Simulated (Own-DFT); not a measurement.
## Calculated data, GaP (zincblende, atoms displaced)

Computed with Own-DFT development build. A calculation, not a measurement: plane-wave PBE density functional theory by an unreviewed code, no spin, of a simulated periodic cell, stress positive in tension, free energy of the whole cell less one offset for each atom, some atoms lie very close together; forces on such cells passed a denser k mesh, this cell's mesh not checked; offsets are fitted by least squares, one for each functional and potential file, so energies compare only between cells with the same atoms and settings and are not formation energies; the far tail of each file's local potential was reset to the Coulomb form; each entry is a single point on an unrelaxed cell, so the pressure reflects the starting lattice, mostly measured values (interpolated for alloys), from which strain is counted, and rises with the displacements; printed positions are rounded, which can move forces by about a meV/angstrom; the program, named Own-DFT, is a retired in-house code; no spin-orbit coupling; before rounding, a Quantum ESPRESSO 7.3.1 run of the same cell and cutoff gave forces within 1 meV/angstrom rms on each cell, which checks the program and not the settings.

Common to all runs: functional PBE; potential files PseudoDojo norm-conserving, scalar-relativistic, standard set; wave cutoff 42 hartree; occupations Fermi-Dirac; smearing width 0.1 eV.

(1) GaP (zincblende, atoms displaced)

```cif
# cell vector a (Å): 10.9010 0.0000 0.0000
# cell vector b (Å): 0.0000 10.9010 0.0000
# cell vector c (Å): 0.0000 0.0000 10.9010
data_GaP
_symmetry_space_group_name_H-M 'P 1'
_symmetry_Int_Tables_number 1
_cell_length_a 10.9010
_cell_length_b 10.9010
_cell_length_c 10.9010
_cell_angle_alpha 90.000
_cell_angle_beta 90.000
_cell_angle_gamma 90.000
_cell_volume 1295.39
loop_
_atom_site_label
_atom_site_type_symbol
_atom_site_fract_x
_atom_site_fract_y
_atom_site_fract_z
_atom_site_occupancy
Ga1 Ga 0.01147 0.02003 0.99073 1
Ga2 Ga 0.99976 0.26919 0.25100 1
Ga3 Ga 0.24896 0.97713 0.26348 1
Ga4 Ga 0.26598 0.25952 0.00814 1
P1 P 0.12074 0.14336 0.13746 1
P2 P 0.12053 0.36368 0.36374 1
P3 P 0.38438 0.13566 0.35031 1
P4 P 0.37742 0.39096 0.10316 1
Ga5 Ga 0.99986 0.99812 0.50463 1
Ga6 Ga 0.98240 0.25127 0.74040 1
Ga7 Ga 0.26769 0.02814 0.77297 1
Ga8 Ga 0.24827 0.27709 0.50309 1
P5 P 0.11537 0.10350 0.62008 1
P6 P 0.11573 0.37653 0.86445 1
P7 P 0.36883 0.14435 0.88616 1
P8 P 0.37453 0.38455 0.63459 1
Ga9 Ga 0.00695 0.51603 0.00472 1
Ga10 Ga 0.00065 0.73316 0.25429 1
Ga11 Ga 0.22424 0.47766 0.26195 1
Ga12 Ga 0.23917 0.72841 0.98515 1
P9 P 0.11647 0.61515 0.13271 1
P10 P 0.16085 0.89798 0.36891 1
P11 P 0.35218 0.59557 0.37263 1
P12 P 0.38969 0.86725 0.11600 1
Ga13 Ga 0.99652 0.49653 0.48629 1
Ga14 Ga 0.98406 0.75742 0.74481 1
Ga15 Ga 0.28464 0.51020 0.75867 1
Ga16 Ga 0.28394 0.74976 0.51346 1
P13 P 0.13285 0.61945 0.62750 1
P14 P 0.10664 0.88962 0.89325 1
P15 P 0.36701 0.64324 0.88698 1
P16 P 0.37820 0.86387 0.62064 1
Ga17 Ga 0.51164 0.99709 0.01762 1
Ga18 Ga 0.48692 0.23810 0.28009 1
Ga19 Ga 0.76000 0.03009 0.27801 1
Ga20 Ga 0.72225 0.25133 0.00987 1
P17 P 0.62987 0.10933 0.11282 1
P18 P 0.63522 0.38638 0.35355 1
P19 P 0.86189 0.12181 0.36798 1
P20 P 0.87217 0.38097 0.16042 1
Ga21 Ga 0.48843 0.99836 0.50641 1
Ga22 Ga 0.51292 0.25866 0.76998 1
Ga23 Ga 0.75741 0.00452 0.73522 1
Ga24 Ga 0.73243 0.24567 0.51755 1
P21 P 0.61455 0.11770 0.63475 1
P22 P 0.61974 0.37136 0.87234 1
P23 P 0.85723 0.10770 0.88742 1
P24 P 0.87075 0.37396 0.64830 1
Ga25 Ga 0.51815 0.49269 0.97619 1
Ga26 Ga 0.48997 0.75157 0.22996 1
Ga27 Ga 0.75491 0.50527 0.24372 1
Ga28 Ga 0.74380 0.76343 0.99329 1
P25 P 0.62354 0.60790 0.13085 1
P26 P 0.62060 0.86708 0.37790 1
P27 P 0.88563 0.59955 0.36737 1
P28 P 0.87486 0.87310 0.11723 1
Ga29 Ga 0.48754 0.50226 0.48820 1
Ga30 Ga 0.50795 0.75307 0.77849 1
Ga31 Ga 0.74027 0.47823 0.75133 1
Ga32 Ga 0.74961 0.72414 0.49150 1
P29 P 0.62116 0.62570 0.62961 1
P30 P 0.62608 0.87380 0.87044 1
P31 P 0.86803 0.62845 0.86429 1
P32 P 0.87451 0.87564 0.64179 1
```

```
k mesh                            : 3 x 3 x 3 centred on Gamma
free energy of cell above offsets : -3.324 eV
pressure                          : 10.19 GPa
stress xx                         : -10.9 GPa
stress yy                         : -10.37 GPa
stress zz                         : -9.3 GPa
stress yz                         : -0.79 GPa
stress xz                         : -0.29 GPa
stress xy                         : -3.42 GPa
```

Force:
| element | x (eV/Å) | y (eV/Å) | z (eV/Å) |
| --- | --- | --- | --- |
| Ga | -1.747 | 1.57 | 3.596 |
| Ga | -1.148 | -4.06 | -0.352 |
| Ga | 9.667 | 9.648 | -12.79 |
| Ga | -3.813 | 0.373 | 0.211 |
| P | 1.146 | -1.306 | -1.081 |
| P | -1.059 | -0.771 | 5.039 |
| P | -10.41 | -10.05 | 8.674 |
| P | 0.737 | 0.333 | 2.76 |
| Ga | -1.396 | -1.525 | -2.074 |
| Ga | 2.532 | -3.218 | 2.478 |
| Ga | -3.085 | -3.528 | -2.609 |
| Ga | -0.071 | -2.534 | 0.453 |
| P | 2.345 | 3.693 | 2.007 |
| P | 1.181 | 0.261 | 0.9 |
| P | 3.777 | -0.419 | 0.684 |
| P | 1.981 | -1.571 | -0.944 |
| Ga | -2.195 | -2.184 | -2.192 |
| Ga | -0.225 | 2.649 | -0.628 |
| Ga | 3.218 | 2.892 | -4.197 |
| Ga | -4.067 | 4.088 | 4.051 |
| P | 2.531 | 0.941 | 0.581 |
| P | -11.28 | -10.6 | 12.46 |
| P | 0.619 | 2.967 | -0.723 |
| P | -3.919 | 1.17 | -1.192 |
| Ga | 2.076 | -1.472 | 3.372 |
| Ga | 3.114 | -1.954 | 1.713 |
| Ga | -3.646 | -0.045 | 0.116 |
| Ga | -4.389 | -3.64 | -3.495 |
| P | -0.343 | 0.896 | -0.269 |
| P | 3.529 | -3.325 | -3.139 |
| P | 4.867 | -3.099 | -2.394 |
| P | 2.564 | 3.778 | 4.92 |
| Ga | -1.766 | -1.248 | -3.19 |
| Ga | 10.83 | 10.72 | -8.703 |
| Ga | -8.947 | -9.703 | -8.843 |
| Ga | 2.802 | 0.366 | 0.06 |
| P | 0.898 | 1.8 | 4.323 |
| P | -2.167 | -2.081 | 3.103 |
| P | 9.316 | 8.224 | 8.81 |
| P | -0.033 | -0.776 | -5.737 |
| Ga | 0.581 | -0.013 | -1.2 |
| Ga | -3.548 | -3.121 | -3.363 |
| Ga | -1.235 | 0.105 | 1.727 |
| Ga | 0.922 | 1.136 | -1.36 |
| P | -0.686 | 0.588 | -0.01 |
| P | 3.577 | 0.281 | 0.974 |
| P | -0.067 | 2.642 | -0.808 |
| P | -0.757 | 0.735 | -4.846 |
| Ga | -2.719 | 3.086 | 3.306 |
| Ga | 2.002 | -2.652 | 2.965 |
| Ga | -1.244 | 1.382 | 0.521 |
| Ga | 0.857 | -1.859 | 1.06 |
| P | -0.524 | 2.013 | -1.977 |
| P | 0.279 | 0.393 | -0.377 |
| P | -1.78 | 3.146 | 0.266 |
| P | 0.665 | 0.782 | 1.681 |
| Ga | 2.015 | -0.733 | 0.845 |
| Ga | -1.435 | -1.017 | -3.052 |
| Ga | 0.048 | 3.387 | -0.027 |
| Ga | 0.265 | 1.359 | 0.376 |
| P | -0.6 | -1.201 | 0.266 |
| P | 0.761 | 3.012 | 0.674 |
| P | -0.56 | -0.786 | 1.29 |
| P | -0.85 | 0.075 | -4.69 |

(2) GaP (zincblende, atoms displaced)

```cif
# cell vector a (Å): 10.9010 0.0000 0.0000
# cell vector b (Å): 0.0000 10.9010 0.0000
# cell vector c (Å): 0.0000 0.0000 10.9010
data_GaP
_symmetry_space_group_name_H-M 'P 1'
_symmetry_Int_Tables_number 1
_cell_length_a 10.9010
_cell_length_b 10.9010
_cell_length_c 10.9010
_cell_angle_alpha 90.000
_cell_angle_beta 90.000
_cell_angle_gamma 90.000
_cell_volume 1295.39
loop_
_atom_site_label
_atom_site_type_symbol
_atom_site_fract_x
_atom_site_fract_y
_atom_site_fract_z
_atom_site_occupancy
Ga1 Ga 0.01713 0.99541 0.98198 1
Ga2 Ga 0.98526 0.25807 0.23448 1
Ga3 Ga 0.24222 0.99492 0.22503 1
Ga4 Ga 0.23794 0.25474 0.97147 1
P1 P 0.12835 0.14073 0.14766 1
P2 P 0.14184 0.38359 0.37197 1
P3 P 0.37461 0.12063 0.37389 1
P4 P 0.38842 0.39089 0.12203 1
Ga5 Ga 0.99868 0.98189 0.51859 1
Ga6 Ga 0.99237 0.26889 0.74728 1
Ga7 Ga 0.23212 0.01685 0.75322 1
Ga8 Ga 0.25580 0.27108 0.50806 1
P5 P 0.14202 0.11622 0.61325 1
P6 P 0.13636 0.38686 0.88330 1
P7 P 0.38996 0.11315 0.90262 1
P8 P 0.36368 0.38714 0.64125 1
Ga9 Ga 0.99667 0.48265 0.99227 1
Ga10 Ga 0.00738 0.72557 0.21793 1
Ga11 Ga 0.24134 0.49438 0.29105 1
Ga12 Ga 0.24430 0.76612 0.00602 1
P9 P 0.14618 0.59868 0.14140 1
P10 P 0.13160 0.89162 0.38118 1
P11 P 0.38445 0.61931 0.35865 1
P12 P 0.35521 0.86306 0.13388 1
Ga13 Ga 0.01270 0.49490 0.49205 1
Ga14 Ga 0.00856 0.72884 0.74131 1
Ga15 Ga 0.25419 0.49580 0.71642 1
Ga16 Ga 0.24106 0.74185 0.51431 1
P13 P 0.12908 0.63207 0.63564 1
P14 P 0.13260 0.88497 0.86058 1
P15 P 0.37493 0.62817 0.87253 1
P16 P 0.40160 0.88181 0.62259 1
Ga17 Ga 0.46578 0.01476 0.99560 1
Ga18 Ga 0.52785 0.23697 0.26455 1
Ga19 Ga 0.75641 0.00620 0.25615 1
Ga20 Ga 0.75731 0.25763 0.00092 1
P17 P 0.62753 0.10935 0.11215 1
P18 P 0.62051 0.36182 0.36643 1
P19 P 0.90039 0.12455 0.37622 1
P20 P 0.87382 0.39349 0.14071 1
Ga21 Ga 0.50019 0.00721 0.49770 1
Ga22 Ga 0.50457 0.24010 0.74382 1
Ga23 Ga 0.72798 0.00172 0.75085 1
Ga24 Ga 0.75031 0.25761 0.50929 1
P21 P 0.66176 0.11665 0.61380 1
P22 P 0.61526 0.35459 0.86264 1
P23 P 0.88069 0.11031 0.89062 1
P24 P 0.89558 0.36287 0.61739 1
Ga25 Ga 0.50469 0.50021 0.00613 1
Ga26 Ga 0.49151 0.75477 0.25928 1
Ga27 Ga 0.74339 0.49550 0.24347 1
Ga28 Ga 0.75166 0.75768 0.99922 1
P25 P 0.64653 0.62826 0.11973 1
P26 P 0.62259 0.87516 0.36307 1
P27 P 0.86200 0.61357 0.38881 1
P28 P 0.90112 0.87330 0.13296 1
Ga29 Ga 0.51390 0.49372 0.50244 1
Ga30 Ga 0.51338 0.75829 0.73724 1
Ga31 Ga 0.73970 0.50267 0.74895 1
Ga32 Ga 0.75048 0.76026 0.49758 1
P29 P 0.60576 0.61759 0.62288 1
P30 P 0.59740 0.85224 0.88030 1
P31 P 0.86455 0.63491 0.87044 1
P32 P 0.86159 0.86199 0.62784 1
```

```
k mesh                            : 3 x 3 x 3 centred on Gamma
free energy of cell above offsets : -8.502 eV
pressure                          : 8.22 GPa
stress xx                         : -7.36 GPa
stress yy                         : -9.51 GPa
stress zz                         : -7.77 GPa
stress yz                         : 2.63 GPa
stress xz                         : -1.08 GPa
stress xy                         : 2.27 GPa
```

Force:
| element | x (eV/Å) | y (eV/Å) | z (eV/Å) |
| --- | --- | --- | --- |
| Ga | -0.323 | 0.334 | 3.018 |
| Ga | 1.121 | -0.793 | 1.94 |
| Ga | -0.253 | 0.993 | 3.273 |
| Ga | 2.887 | -2.391 | 4.157 |
| P | 0.12 | 0.314 | -3.77 |
| P | -6.878 | -7.536 | 4.578 |
| P | -0.048 | 1.121 | -0.341 |
| P | -1.744 | -2.488 | 1.863 |
| Ga | 0.217 | 0.704 | -0.951 |
| Ga | 2.763 | -3.615 | 3.351 |
| Ga | 3.969 | -0.416 | 0.266 |
| Ga | 0.265 | -2.114 | -0.955 |
| P | -2.108 | 2.382 | -0.509 |
| P | -1.809 | 1.328 | -4.059 |
| P | -11.34 | 13.78 | -14.36 |
| P | 7.389 | -6.539 | -4.617 |
| Ga | -0.46 | 2.333 | 1.071 |
| Ga | -0.148 | -0.018 | 2.837 |
| Ga | 7.022 | 5.696 | -6.527 |
| Ga | -0.672 | -3.007 | -2.034 |
| P | -0.959 | 0.81 | -2.746 |
| P | -0.261 | -2.289 | -0.233 |
| P | -0.398 | -0.434 | 3.497 |
| P | 3.091 | 1.108 | -0.359 |
| Ga | -0.874 | 0.98 | 0.55 |
| Ga | -3.214 | 3.175 | 2.614 |
| Ga | -4.821 | 6.04 | 7.035 |
| Ga | 2.519 | 2.57 | -2.538 |
| P | 0.506 | -3.122 | -2.577 |
| P | -0.711 | -3.025 | 0.534 |
| P | -0.125 | 0.206 | -0.375 |
| P | -3.017 | -0.12 | 0.437 |
| Ga | 10.75 | -14.31 | 12.74 |
| Ga | -3.822 | -2.974 | -3.596 |
| Ga | 0.704 | -0.288 | -0.628 |
| Ga | -0.395 | -0.909 | 0.056 |
| P | 0.492 | 0.728 | 0.785 |
| P | 2.823 | 3.159 | 3.155 |
| P | -1.851 | 0.232 | 0.764 |
| P | 0.348 | -1.451 | -2.977 |
| Ga | 1.065 | 0.169 | -0.735 |
| Ga | -0.773 | -1.513 | -0.801 |
| Ga | 1.952 | -2.716 | 3.514 |
| Ga | 1.787 | 0.568 | -2.4 |
| P | -4.337 | 0.88 | -0.926 |
| P | 1.984 | 2.445 | 1.788 |
| P | -1.357 | 2.083 | -2.043 |
| P | -2.706 | 3.411 | -1.703 |
| Ga | 0.748 | 1.3 | -1.59 |
| Ga | 1.252 | -0.126 | -1.817 |
| Ga | -1.013 | 1.477 | 2.589 |
| Ga | 0.848 | 1.289 | 0.437 |
| P | -2.311 | 0.03 | 0.352 |
| P | 0.603 | 0.723 | 1.153 |
| P | 1.002 | 0.204 | -1.265 |
| P | -1.731 | 1.061 | -1.682 |
| Ga | -2.108 | -0.811 | -1.896 |
| Ga | -2.49 | -2.185 | -0.386 |
| Ga | 0.284 | -0.759 | -0.303 |
| Ga | -1.584 | -1.744 | -1.109 |
| P | 3.123 | 1.035 | 0.297 |
| P | 2.372 | 3.503 | 2.207 |
| P | 1.266 | -1.553 | 0.089 |
| P | 1.361 | 1.084 | 1.862 |

(3) GaP (zincblende, atoms displaced)

```cif
# cell vector a (Å): 16.3515 0.0000 0.0000
# cell vector b (Å): 0.0000 10.9010 0.0000
# cell vector c (Å): 0.0000 0.0000 10.9010
data_GaP
_symmetry_space_group_name_H-M 'P 1'
_symmetry_Int_Tables_number 1
_cell_length_a 16.3515
_cell_length_b 10.9010
_cell_length_c 10.9010
_cell_angle_alpha 90.000
_cell_angle_beta 90.000
_cell_angle_gamma 90.000
_cell_volume 1943.08
loop_
_atom_site_label
_atom_site_type_symbol
_atom_site_fract_x
_atom_site_fract_y
_atom_site_fract_z
_atom_site_occupancy
Ga1 Ga 0.99828 0.96454 0.99044 1
Ga2 Ga 0.98485 0.25752 0.25293 1
Ga3 Ga 0.16412 0.02144 0.25342 1
Ga4 Ga 0.19033 0.23815 0.97544 1
P1 P 0.08074 0.13680 0.10205 1
P2 P 0.08372 0.37618 0.38465 1
P3 P 0.24644 0.16274 0.36550 1
P4 P 0.24524 0.36598 0.13603 1
Ga5 Ga 0.00990 0.01256 0.51252 1
Ga6 Ga 0.98635 0.26161 0.76575 1
Ga7 Ga 0.17268 0.98369 0.72803 1
Ga8 Ga 0.15572 0.24883 0.48511 1
P5 P 0.09598 0.14046 0.60200 1
P6 P 0.08244 0.37059 0.87295 1
P7 P 0.23977 0.14054 0.86706 1
P8 P 0.26923 0.35435 0.61869 1
Ga9 Ga 0.00775 0.49233 0.99844 1
Ga10 Ga 0.01482 0.75114 0.24309 1
Ga11 Ga 0.16710 0.51215 0.25605 1
Ga12 Ga 0.16094 0.73648 0.99185 1
P9 P 0.10447 0.63586 0.14169 1
P10 P 0.08458 0.88368 0.36990 1
P11 P 0.25758 0.61144 0.35606 1
P12 P 0.24543 0.86794 0.13230 1
Ga13 Ga 0.99645 0.49421 0.49880 1
Ga14 Ga 0.00535 0.74890 0.73986 1
Ga15 Ga 0.17591 0.51477 0.76434 1
Ga16 Ga 0.16379 0.76353 0.50683 1
P13 P 0.07693 0.61197 0.60695 1
P14 P 0.07863 0.88883 0.85731 1
P15 P 0.24869 0.62152 0.88361 1
P16 P 0.24812 0.88643 0.62480 1
Ga17 Ga 0.34053 0.00539 0.98356 1
Ga18 Ga 0.33110 0.24414 0.23491 1
Ga19 Ga 0.49199 0.02429 0.27873 1
Ga20 Ga 0.49580 0.24390 0.00525 1
P17 P 0.40505 0.12081 0.13665 1
P18 P 0.42756 0.37578 0.37617 1
P19 P 0.58279 0.12425 0.37481 1
P20 P 0.58722 0.34897 0.13725 1
Ga21 Ga 0.31546 0.00168 0.48943 1
Ga22 Ga 0.34046 0.26956 0.75214 1
Ga23 Ga 0.50538 0.99418 0.76944 1
Ga24 Ga 0.49614 0.24548 0.51450 1
P21 P 0.43373 0.13204 0.61489 1
P22 P 0.41603 0.35260 0.87966 1
P23 P 0.59045 0.17005 0.88204 1
P24 P 0.58543 0.36392 0.60785 1
Ga25 Ga 0.33157 0.51077 0.99950 1
Ga26 Ga 0.32751 0.74745 0.25675 1
Ga27 Ga 0.49155 0.49311 0.23891 1
Ga28 Ga 0.50902 0.75046 0.99739 1
P25 P 0.40525 0.60860 0.13124 1
P26 P 0.41433 0.86893 0.37256 1
P27 P 0.59291 0.63818 0.37957 1
P28 P 0.58853 0.89266 0.13874 1
Ga29 Ga 0.33483 0.50216 0.49179 1
Ga30 Ga 0.34217 0.74898 0.75798 1
Ga31 Ga 0.49798 0.49820 0.74146 1
Ga32 Ga 0.48421 0.75252 0.48896 1
P29 P 0.42018 0.63080 0.65102 1
P30 P 0.41395 0.88695 0.88380 1
P31 P 0.58675 0.62085 0.87747 1
P32 P 0.61967 0.88328 0.63940 1
Ga33 Ga 0.66287 0.01599 0.01939 1
Ga34 Ga 0.65620 0.27293 0.23198 1
Ga35 Ga 0.82888 0.96502 0.24123 1
Ga36 Ga 0.84554 0.22782 0.01952 1
P33 P 0.75273 0.11763 0.10504 1
P34 P 0.76587 0.35653 0.36107 1
P35 P 0.91952 0.11818 0.37621 1
P36 P 0.92544 0.39652 0.11955 1
Ga37 Ga 0.68037 0.99347 0.47105 1
Ga38 Ga 0.67603 0.23348 0.74299 1
Ga39 Ga 0.82328 0.01978 0.76951 1
Ga40 Ga 0.83156 0.25372 0.46530 1
P37 P 0.75482 0.12478 0.62703 1
P38 P 0.76224 0.35811 0.87092 1
P39 P 0.89811 0.12593 0.88515 1
P40 P 0.91564 0.38168 0.62824 1
Ga41 Ga 0.65462 0.52004 0.98919 1
Ga42 Ga 0.66517 0.73542 0.24309 1
Ga43 Ga 0.82539 0.49157 0.25986 1
Ga44 Ga 0.83136 0.74494 0.00317 1
P41 P 0.75989 0.60503 0.11790 1
P42 P 0.76227 0.88649 0.35865 1
P43 P 0.91285 0.61237 0.35708 1
P44 P 0.92351 0.86476 0.12348 1
Ga45 Ga 0.67730 0.51929 0.48860 1
Ga46 Ga 0.65420 0.74178 0.73724 1
Ga47 Ga 0.83816 0.49894 0.73235 1
Ga48 Ga 0.83691 0.75073 0.49506 1
P45 P 0.74965 0.60239 0.62140 1
P46 P 0.73881 0.88977 0.88056 1
P47 P 0.92899 0.64308 0.87952 1
P48 P 0.91193 0.89398 0.62635 1
```

```
k mesh                            : 2 x 3 x 3 centred on Gamma
free energy of cell above offsets : -12.020 eV
pressure                          : 8.92 GPa
stress xx                         : -8.82 GPa
stress yy                         : -7.91 GPa
stress zz                         : -10.04 GPa
stress yz                         : 1.47 GPa
stress xz                         : 0.3 GPa
stress xy                         : 1.44 GPa
```

Force:
| element | x (eV/Å) | y (eV/Å) | z (eV/Å) |
| --- | --- | --- | --- |
| Ga | -0.602 | 4.045 | 0.956 |
| Ga | 1.898 | -0.23 | -0.65 |
| Ga | -0.209 | -0.069 | -1.454 |
| Ga | -8.138 | 8.643 | 10.29 |
| P | -0.195 | -0.917 | 0.719 |
| P | -1.293 | 1.707 | -2.462 |
| P | 0.347 | -3.421 | 0.687 |
| P | -0.393 | 1.509 | -2.07 |
| Ga | -1.346 | -1.016 | -1.048 |
| Ga | 0.312 | -1.008 | -0.564 |
| Ga | -3.938 | 5.023 | 3.57 |
| Ga | 3.549 | 2.734 | -0.64 |
| P | -2.627 | -3.056 | 5.718 |
| P | 1.881 | 0.291 | -0.048 |
| P | 8.028 | -9.569 | -9.752 |
| P | -3.37 | 2.983 | -1.905 |
| Ga | 1.013 | 2.202 | -0.598 |
| Ga | -1.601 | -0.171 | 0.82 |
| Ga | -0.214 | -3.978 | 0.588 |
| Ga | 0.499 | 2.879 | -0.236 |
| P | -3.08 | -0.675 | -2.15 |
| P | 0.126 | 0.355 | 1.057 |
| P | -0.133 | 1.259 | 3.725 |
| P | 0.238 | 1.231 | -1.319 |
| Ga | -1.125 | -0.433 | -1.098 |
| Ga | -0.692 | 0.531 | -0.959 |
| Ga | -2.295 | -3.073 | -3.242 |
| Ga | -0.447 | -1.458 | -1.156 |
| P | 2.437 | 2.114 | 2.035 |
| P | 2.385 | -2.294 | -0.961 |
| P | 1.683 | 2.339 | -0.293 |
| P | 3.955 | -4.551 | -1.847 |
| Ga | -3.751 | 1.807 | 2.71 |
| Ga | 0.55 | 2.828 | 1.534 |
| Ga | -0.757 | -2.146 | -2.137 |
| Ga | -0.326 | -0.249 | 1.534 |
| P | 2.56 | -1.428 | -2.002 |
| P | -1.457 | -0.733 | 0.239 |
| P | 2.081 | 1.851 | 1.237 |
| P | -11.29 | 10.4 | -10.73 |
| Ga | 1.96 | 1.799 | -0.741 |
| Ga | -0.163 | -3.995 | -0.654 |
| Ga | 1.742 | 1.812 | -1.607 |
| Ga | 3.329 | 3.485 | -4.749 |
| P | -5.338 | -5.672 | 4.775 |
| P | 1.277 | 4.321 | 1.759 |
| P | -0.861 | -3.97 | 0.557 |
| P | 1.577 | 2.12 | 1.339 |
| Ga | -0.29 | -3.444 | -0.03 |
| Ga | 0.823 | 0.898 | -1.585 |
| Ga | 2.151 | -0.238 | 0.687 |
| Ga | -0.868 | 0.71 | 1.546 |
| P | 1.971 | 2.827 | -0.289 |
| P | -1.897 | 1.924 | -0.672 |
| P | -2.76 | -0.818 | -0.141 |
| P | -1.805 | -1.354 | 0.317 |
| Ga | 0.708 | -0.802 | 0.859 |
| Ga | -1.985 | 1.397 | 0.859 |
| Ga | 1.77 | -2.501 | 1.203 |
| Ga | 2.852 | -1.305 | 2.465 |
| P | -0.369 | 0.041 | -3.627 |
| P | 2.213 | -3.059 | -1.543 |
| P | -3.895 | 2.517 | -3.754 |
| P | -4.473 | 4.674 | -3.643 |
| Ga | -1.91 | -1.084 | -3.3 |
| Ga | 11.76 | -9.516 | 10.39 |
| Ga | 5.24 | 6.085 | -5.821 |
| Ga | -0.914 | 4.847 | 1.566 |
| P | 1.151 | 1.041 | 4.735 |
| P | -7.443 | 3.137 | -2.686 |
| P | -0.379 | -0.665 | -0.715 |
| P | -2.449 | -2.004 | 1.53 |
| Ga | -1.102 | 1.644 | 2.116 |
| Ga | -0.268 | 2.819 | -0.397 |
| Ga | -0.7 | -2.661 | -1.798 |
| Ga | 4.264 | -4.512 | 6.48 |
| P | 0.26 | -0.304 | -3.449 |
| P | -0.704 | 1.406 | 0.356 |
| P | 5.735 | -1.402 | -1.724 |
| P | 0.704 | -2.004 | -2.238 |
| Ga | 4.754 | -5.155 | 3.662 |
| Ga | 1.709 | 1.574 | -1.323 |
| Ga | 1.942 | 0.993 | -2.525 |
| Ga | 0.151 | 1.044 | -0.934 |
| P | -2.325 | 0.911 | 0.049 |
| P | -4.657 | -6.538 | 5.025 |
| P | 1.617 | 1.83 | 1.532 |
| P | -0.766 | -1.124 | 0.581 |
| Ga | -1.743 | -3.595 | -1.363 |
| Ga | 3.494 | -4.126 | 3.104 |
| Ga | -0.378 | 0.41 | 3.463 |
| Ga | 0.194 | -0.115 | 0.204 |
| P | 1.15 | 3.81 | 1.489 |
| P | 0.241 | -1.915 | 0.3 |
| P | -1.015 | -1.648 | -0.23 |
| P | 0.457 | -0.807 | 0.494 |
